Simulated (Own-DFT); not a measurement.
# Response to strain: 4H SiC, 72 atoms (C36Si36)

All numbers below are calculated, not measured. The program, named Own-DFT, is a retired in-house plane-wave density functional code that no person has reviewed. Each row is one single-point run on a periodic cell that was not relaxed, without spin or spin-orbit coupling.

Settings of every run: PBE; PseudoDojo norm-conserving scalar-relativistic files; cutoff 42 hartree; 4 x 4 x 3 k mesh centred on Gamma; Fermi-Dirac smearing of 0.1 eV.

Known limits: forces on such cells passed a denser k mesh, each cell not checked; stress not checked against mesh or cutoff.

Unstrained cell vectors in Å: (9.248, 0.000, 0.000); (-4.624, 8.009, 0.000); (0.000, 0.000, 10.068). The unstrained cell has measured lattice constants (interpolated for alloys), not those of this functional. That, the random moves and any unrelaxed bonds set the pressure at no strain. Each run strains this cell uniformly, with the atoms carried along. Every atom was also moved at random, by a Gaussian of width 0.05 Å on each axis. Strain is the symmetric tensor, in per cent. Stress is positive in tension, and the pressure is minus a third of its trace.

```
run,e_xx (%),e_yy (%),e_zz (%),e_yz (%),e_xz (%),e_xy (%),s_xx (GPa),s_yy (GPa),s_zz (GPa),s_yz (GPa),s_xz (GPa),s_xy (GPa),P (GPa),E (meV/atom)
1,1.45,0.17,1.50,-0.62,-1.67,0.39,2.52,-2.66,4.07,-0.97,-4.97,1.88,-1.31,13.4
2,0.63,0.83,1.38,-1.60,0.04,0.79,-0.58,2.68,1.09,-4.95,0.24,3.33,-1.06,0.0
3,0.19,1.96,1.99,-1.07,-1.39,1.14,-2.56,6.63,6.15,-2.59,-4.68,5.40,-3.40,6.1
4,1.93,-1.92,0.63,-1.86,1.08,-1.52,3.49,-13.14,-3.18,-5.92,3.68,-7.17,4.28,25.6
5,-1.02,-1.93,1.43,-0.13,-0.95,-1.64,-11.83,-18.60,0.89,-0.40,-3.58,-7.96,9.85,48.2
6,-1.00,1.12,1.50,-0.61,1.15,0.81,-9.32,0.69,2.04,-1.98,4.20,4.52,2.20,23.1
7,-1.15,0.79,1.24,1.73,1.35,-1.91,-10.85,-1.57,0.43,6.73,4.92,-9.15,3.99,23.5
8,-1.61,0.05,-0.99,-0.64,-0.34,-1.35,-14.40,-6.38,-14.51,-1.97,-0.94,-7.29,11.76,38.7
9,1.20,-0.69,-1.83,0.52,1.79,-1.52,2.44,-7.55,-21.34,2.20,5.67,-7.00,8.82,27.5
10,-0.31,-1.41,-1.35,-1.10,1.40,1.69,-9.64,-13.69,-14.94,-3.63,5.67,8.95,12.76,33.2
11,-0.01,0.86,-1.30,-0.04,1.39,0.25,-6.87,-0.07,-12.05,0.32,6.03,3.19,6.33,13.6
12,1.06,0.61,1.98,0.17,-0.92,-1.42,1.91,0.24,5.07,0.00,-2.98,-5.04,-2.41,12.9
13,-0.82,0.28,0.34,0.76,1.62,1.46,-7.26,-3.81,-5.24,2.54,5.93,6.50,5.44,3.5
14,-0.57,-1.14,0.80,1.89,0.57,-0.85,-6.45,-10.79,-4.40,5.90,1.94,-4.77,7.21,18.4
15,-0.21,-0.05,1.94,1.64,0.20,0.53,-4.87,-4.53,4.25,5.28,0.62,2.67,1.72,10.5
16,-1.62,0.60,1.22,0.56,-1.26,-1.23,-13.16,-1.99,-0.03,1.32,-3.83,-4.89,5.06,17.0
17,-0.09,-0.18,0.95,-1.47,1.75,-0.62,?,?,?,?,?,?,?,?
```

E is the free energy for each atom above the lowest run shown.

## Worked fit

Each stress component was fitted by least squares to a constant and the strains of the runs shown, as fractions, with shears doubled. Shear strains stay in the fit of a normal stress only where such slopes are resolved. The slopes, in GPa:

```
stress,at no strain,per e_xx,per e_yy,per e_zz,scatter
s_xx,-5.1,534 ± 31,52 ± 32,41 ± 28,1.32
s_yy,-4.6,120 ± 21,592 ± 21,10 ± 18,0.87
s_zz,-7.2,32 ± 34,55 ± 35,613 ± 30,1.43
```

Each shear stress against twice its own strain: yz 162 ± 8, xz 168 ± 7, xy 236 ± 11 GPa. These are stiffnesses along x, y and z of the frame in which the cell vectors are given, which need not be the crystal's axes. The atoms are held to the strained lattice; where symmetry lets them move under strain, relaxing them would lower some slopes. The table should be nearly symmetric about its diagonal, and what it lacks of that shows the noise. A ninth of its sum, 228 ± 4 GPa, estimates the bulk modulus near the mean pressure of these runs, 4.5 GPa, so it lies above the value at zero pressure.

## Withheld run

Question: what normal stresses and pressure should run 17 give?

The fit gives s_xx = -5.3, s_yy = -5.7, s_zz = -1.5 and P = 4.2 GPa. The calculation gave -4.83, -5.17, -0.78 and P = 3.59 GPa.
